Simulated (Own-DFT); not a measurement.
# Stretching a layer in its plane: diamond-structure SiGeSn with randomly placed atoms, 64 atoms (Ge40Si16Sn8)

The numbers are computed, not measured, by runs of the plane-wave DFT program Own-DFT (in-house, retired, unreviewed) at fixed positions, with no spin and no spin-orbit coupling.

Settings: PBEsol; PseudoDojo norm-conserving scalar-relativistic files, made for PBE; cutoff 49 hartree; 3 x 3 x 3 k mesh centred on Gamma; Fermi-Dirac smearing of 0.1 eV.

Known weak points: forces on such cells moved up to 12 meV/angstrom on a denser k mesh; stress not checked against mesh or cutoff.

Unstrained cell vectors in Å: (11.410, 0.000, 0.000); (0.000, 11.410, 0.000); (0.000, 0.000, 11.410). The unstrained cell has measured lattice constants (interpolated for alloys), not those of this functional. That, the random moves and any unrelaxed bonds set the pressure at no strain. Each run strains x and y alike by e, as a substrate would, and holds the height along z. All atoms carry random offsets, Gaussian with a width of 0.05 Å per axis. The random placing of the alloy's atoms differs from row to row. Stress is positive in tension.

| e (%) | u (Å) | (s_xx + s_yy)/2 (GPa) | s_zz (GPa) |
|---|---|---|---|
| -2.25 | 0.048 | -6.97 | -5.28 |
| -2.00 | 0.050 | -5.86 | -4.70 |
| -1.25 | 0.048 | -4.27 | -3.39 |
| -0.75 | 0.053 | -3.66 | -3.21 |
| -0.50 | 0.050 | -3.35 | -3.29 |
| -0.25 | 0.053 | -2.57 | -2.51 |
| 0.25 | 0.049 | -1.56 | -1.79 |
| 2.00 | 0.055 | 1.06 | -0.20 |
| 2.50 | 0.051 | ? | ? |
| 2.75 | 0.047 | 2.17 | 0.52 |

## Fit

With e as a fraction, the in-plane stress is -2.1 + 181 e - 935 e² GPa (errors 5 and 333, scatter 0.24), and s_zz is -2.3 + 115 e - 540 e² GPa (slope ± 6, scatter 0.26). At e = 0 the first slope is C11 + C12 and the second 2 C12, both with the ions held to the strained lattice and at the cell's own pressure. A free layer would change its height as e changes, and the in-plane slope would drop by 2 C12²/C11 to the biaxial modulus. At fixed height, a misfit of 1 % moves the in-plane stress by about 1.8 GPa and s_zz by 1.2 GPa.

## Prediction

Question: what are the two stresses at e = 2.50 %?

The fit gives 1.8 and 0.3 GPa. DFT gave 1.75 and 0.33 GPa.
